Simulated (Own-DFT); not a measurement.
# What random displacements cost in grey tin, 64 atoms (Sn64)

All numbers below are calculated, not measured. They come from Own-DFT, an in-house plane-wave density functional program, since retired, whose code no person has reviewed. Each row is one single-point run on a periodic cell that was not relaxed, without spin or spin-orbit coupling.

Settings of every run: PBE; PseudoDojo norm-conserving scalar-relativistic files; cutoff 42 hartree; 3 x 3 x 3 k mesh centred on Gamma; cold (Marzari-Vanderbilt) smearing of 0.2 eV.

Known limits: forces on such cells moved up to 12 meV/angstrom on a denser k mesh; stress not checked against mesh or cutoff.

Cell vectors in Å: (12.978, 0.000, 0.000); (0.000, 12.978, 0.000); (0.000, 0.000, 12.978). In each run every atom was moved at random and independently from its ideal site; u is the rms move along one axis. E is the free energy for each atom above the fitted value at u = 0, and F the rms of the force components.

```
run,u (Å),E (meV/atom),F (eV/Å),largest force (eV/Å),P (GPa)
1,0.0175,3.6,0.188,0.64,3.37
2,0.0191,5.0,0.226,0.66,3.38
3,0.0202,?,?,?,?
4,0.0500,31.1,0.541,1.96,3.61
5,0.0510,40.2,0.639,2.32,3.72
6,0.0514,34.5,0.575,1.87,3.65
7,0.0969,108.4,1.035,4.37,4.36
8,0.0987,132.3,1.192,4.55,4.61
9,0.1629,295.6,1.927,9.65,6.01
```

## Worked fit

For small independent moves the energy grows as E = (3/2) K u², with K the mean stiffness felt by one atom. The runs with u up to 0.11 Å give K = 8.7 ± 0.5 eV/Å², with residuals divided by u² + 0.0006 Å², since the noise grows with the moves. The scatter is 3.6 meV/atom at u = 0.05 Å. The forces follow F = G u with G = 11.4 eV/Å²; no force at u = 0 is resolved. G exceeds K because the moves of its neighbours add to the force on an atom, and stiffness differs between atoms. At u = 0.163 Å the parabola gives 348 meV/atom and the run 296. The pressure follows P = 3.34 + 120 u² GPa: at fixed volume, shortened bonds push harder than stretched ones pull.

## Withheld run

Question: what energy and rms force should run 3 give?

The fit gives 5 ± 1 meV/atom and about 0.23 eV/Å. The calculation gave 5.1 meV/atom and 0.221 eV/Å.
